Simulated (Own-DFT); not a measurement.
# A pressure from energies alone: monoclinic HfO2, 94 atoms (Hf32O62), with two O vacancies

These are calculations. Each geometry was run twice at fixed positions with Own-DFT, a retired in-house plane-wave program that no person has reviewed: with PBE, and with HSE06 (exact exchange share 0.25 at short range, screening 0.11 per bohr, Gygi-Baldereschi treatment of its divergence). Both used PseudoDojo norm-conserving files made for PBE, a cutoff of 48 hartree, the Gamma point alone, fixed occupations, a neutral cell and no spin. The unstrained cell is 10.1 Å across at its thinnest, so Gamma alone is coarse and defects feel their images. The hafnium file keeps the 4f electrons in the core, and its forces lie about 75 meV/Å off all-electron values. The oxygen file's force components were 24 meV/Å off all-electron values in a glass.

Unstrained cell vectors in Å: (10.234, 0.000, 0.000); (0.000, 10.350, 0.000); (-1.696, 0.000, 10.445), volume V0 = 1106.4 Å³, from measured lattice constants. Each geometry has its own random strain of a few per cent, its own defect sites and random moves of rms u per axis. HSE06 gave the energy alone. D is its energy less that of PBE, over the lowest D shown. The PBE stress wasn't checked against mesh or cutoff.

```
run,V - V0 (Å³),u (Å),P with PBE (GPa),D (eV)
1,26.3,0.0543,-0.05,2.127
2,-44.7,0.0298,15.21,0.000
3,-2.7,0.0461,4.95,1.330
4,31.5,0.0488,-1.16,2.022
5,42.3,0.0547,-2.80,2.444
6,-9.8,0.0292,5.80,0.825
7,49.5,0.0510,-5.29,2.622
8,-21.2,0.0314,9.26,0.603
9,15.1,0.0300,0.87,1.550
10,35.7,0.0490,-2.12,2.336
11,-22.2,0.0280,8.97,0.659
12,26.5,0.0521,0.27,1.991
13,31.1,0.0505,-0.91,2.103
14,15.4,0.0484,2.53,?
```

## Fit

D = 1.02 + 0.0248 (V - V0) + 136 u² eV, with an error of 0.0013 on the volume slope, 43 on the last term and a scatter of 0.07 eV. Pressure is -dE/dV, and 1 eV/Å³ is 160.2 GPa, so HSE06 changes the pressure by -4.0 ± 0.2 GPa. With the ions held to the strained lattice, the PBE pressure falls by 249 ± 11 GPa per unit of volume strain; the shape of the strain isn't fitted, so the true error is larger, and a relaxed crystal would be softer. On that slope HSE06's volume at a given pressure is about 1.6 % smaller, or 0.5 % in lengths. At u = 0 and V0 the PBE pressure is 3.4 GPa, which puts the zero-pressure volume, against the measured cell and with the defects in, at +1.3 % for PBE and -0.2 % for HSE06, each good to a few tenths of a per cent.

## Withheld run

The question: what D should run 14 give?

The fitted form gives 1.72 eV, with rows scattering by 0.07. The calculation gave 1.672 eV.
